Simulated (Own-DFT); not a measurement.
# Strain and stress in bcc Nb, 36 atoms (Nb36)

The numbers are computed, not measured, by runs of the plane-wave DFT program Own-DFT (in-house, retired, unreviewed) at fixed positions, with no spin and no spin-orbit coupling.

Method: PBE; PseudoDojo norm-conserving scalar-relativistic files; cutoff 42 hartree; 4 x 4 x 5 k mesh centred on Gamma; cold (Marzari-Vanderbilt) smearing of 0.2 eV.

Known weak points: forces on such cells failed a check on a denser k mesh; stress not checked against mesh or cutoff.

Unstrained cell vectors in Å: (9.901, 0.000, 0.000); (0.000, 9.901, 0.000); (0.000, 0.000, 6.601). The unstrained cell has measured lattice constants (interpolated for alloys), not those of this functional. That, the random moves and any unrelaxed bonds set the pressure at no strain. The cell is deformed uniformly in each run, and the atoms keep their fractional places. Random moves of width 0.05 Å per axis were added to every atom. Stress is counted positive in tension, P = -(s_xx + s_yy + s_zz)/3, and strain components are those of the symmetric tensor.

| run | e_xx (%) | e_yy (%) | e_zz (%) | e_yz (%) | e_xz (%) | e_xy (%) | s_xx (GPa) | s_yy (GPa) | s_zz (GPa) | s_yz (GPa) | s_xz (GPa) | s_xy (GPa) | P (GPa) | E (meV/atom) |
|---|---|---|---|---|---|---|---|---|---|---|---|---|---|---|
| 1 | 1.69 | 0.78 | 1.57 | -0.35 | 0.41 | -0.94 | 4.62 | 3.91 | 4.62 | -0.13 | 0.12 | -0.12 | -4.38 | 1.1 |
| 2 | 0.00 | -0.09 | -0.17 | -1.68 | 1.88 | -1.76 | -2.99 | -3.08 | -2.96 | -0.71 | 0.73 | -0.54 | 3.01 | 7.7 |
| 3 | 1.95 | -0.37 | 0.35 | -1.26 | 0.05 | 0.44 | 1.80 | -0.49 | 0.43 | -0.21 | -0.07 | -0.01 | -0.58 | 9.8 |
| 4 | -1.06 | 0.26 | 0.39 | -1.77 | -0.22 | 1.75 | -4.74 | -2.96 | -2.89 | -0.69 | -0.26 | 0.46 | 3.53 | 12.1 |
| 5 | 1.39 | -0.35 | 0.91 | 1.29 | 1.50 | 1.53 | 1.44 | -0.44 | 1.18 | 0.41 | 0.59 | 0.58 | -0.73 | 10.0 |
| 6 | 0.86 | 1.71 | 1.39 | -0.16 | -0.37 | 0.39 | 3.73 | 4.51 | 4.22 | -0.03 | -0.04 | 0.03 | -4.15 | 2.6 |
| 7 | 1.36 | 0.67 | 1.20 | -1.92 | 0.08 | -0.62 | 3.12 | 2.72 | 3.32 | -0.44 | 0.13 | -0.22 | -3.05 | 2.3 |
| 8 | 1.96 | 0.07 | 0.47 | 0.98 | 0.30 | 1.15 | 2.77 | 0.87 | 1.13 | 0.28 | 0.33 | 0.45 | -1.59 | 8.9 |
| 9 | -0.46 | -1.55 | -1.63 | 1.73 | -0.37 | 1.16 | -8.53 | -9.61 | -9.59 | 0.53 | 0.08 | 0.22 | 9.24 | 20.1 |
| 10 | 0.46 | 0.75 | -0.60 | -0.34 | 0.33 | 0.05 | -0.98 | -0.71 | -2.09 | -0.10 | 0.04 | -0.12 | 1.26 | 0.0 |
| 11 | 1.68 | -1.97 | 1.44 | 0.81 | 1.37 | -0.28 | 0.67 | -2.78 | 0.59 | 0.16 | 0.58 | 0.09 | 0.51 | 6.1 |
| 12 | 1.88 | 1.64 | 1.56 | -1.06 | 0.03 | -1.01 | 5.64 | 5.52 | 5.38 | -0.23 | 0.15 | -0.19 | -5.51 | 22.2 |
| 13 | 1.03 | 0.14 | -0.01 | 0.95 | 0.96 | -1.83 | 0.16 | -0.84 | -1.10 | 0.08 | 0.14 | -0.51 | 0.60 | 4.0 |
| 14 | 0.74 | -1.81 | 1.80 | 0.83 | -1.99 | -0.96 | -1.34 | -3.82 | 0.12 | 0.28 | -0.89 | -0.23 | 1.68 | 16.6 |
| 15 | 0.16 | 1.37 | 0.95 | 0.65 | 0.88 | -1.87 | 0.86 | 2.10 | 1.25 | 0.10 | 0.15 | -0.53 | -1.40 | 9.7 |
| 16 | -0.50 | 0.62 | 0.79 | -0.97 | 1.69 | -1.82 | -1.60 | -0.54 | -0.36 | -0.52 | 0.56 | -0.53 | 0.84 | 0.1 |
| 17 | -1.06 | 1.96 | 1.31 | -0.23 | -1.45 | -0.63 | ? | ? | ? | ? | ? | ? | ? | ? |

E is the free energy per atom, counted from the lowest run shown.

## Working it out

Each stress component was fitted by least squares to a constant and the strains of the runs shown, as fractions, with shears doubled. Shear strains stay in the fit of a normal stress only where such slopes are resolved. The slopes, in GPa:

| stress | at no strain | per e_xx | per e_yy | per e_zz | scatter |
|---|---|---|---|---|---|
| s_xx | -2.7 | 242 ± 9 | 144 ± 7 | 131 ± 10 | 0.30 |
| s_yy | -2.7 | 138 ± 8 | 242 ± 6 | 138 ± 9 | 0.28 |
| s_zz | -2.6 | 138 ± 9 | 133 ± 7 | 239 ± 9 | 0.29 |

The slope of each shear stress on twice its own strain, from a fit on all six strains: yz 14 ± 1, xz 19 ± 2, xy 15 ± 1 GPa. These are stiffnesses along x, y and z of the frame in which the cell vectors are given, which need not be the crystal's axes. These are clamped-ion slopes: internal relaxation, where symmetry allows it, would soften some. The table should be nearly symmetric about its diagonal, and what it lacks of that shows the noise. A ninth of the table's sum, 172 ± 3 GPa, estimates the bulk modulus near the mean pressure of these runs, 0.0 GPa.

## Test on the hidden row

Question: what normal stresses and pressure should run 17 give?

From the fit: s_xx = -0.8, s_yy = 2.4, s_zz = 1.6 and P = -1.1 GPa. The hidden result is -0.36, 2.44, 1.87 and P = -1.31 GPa.
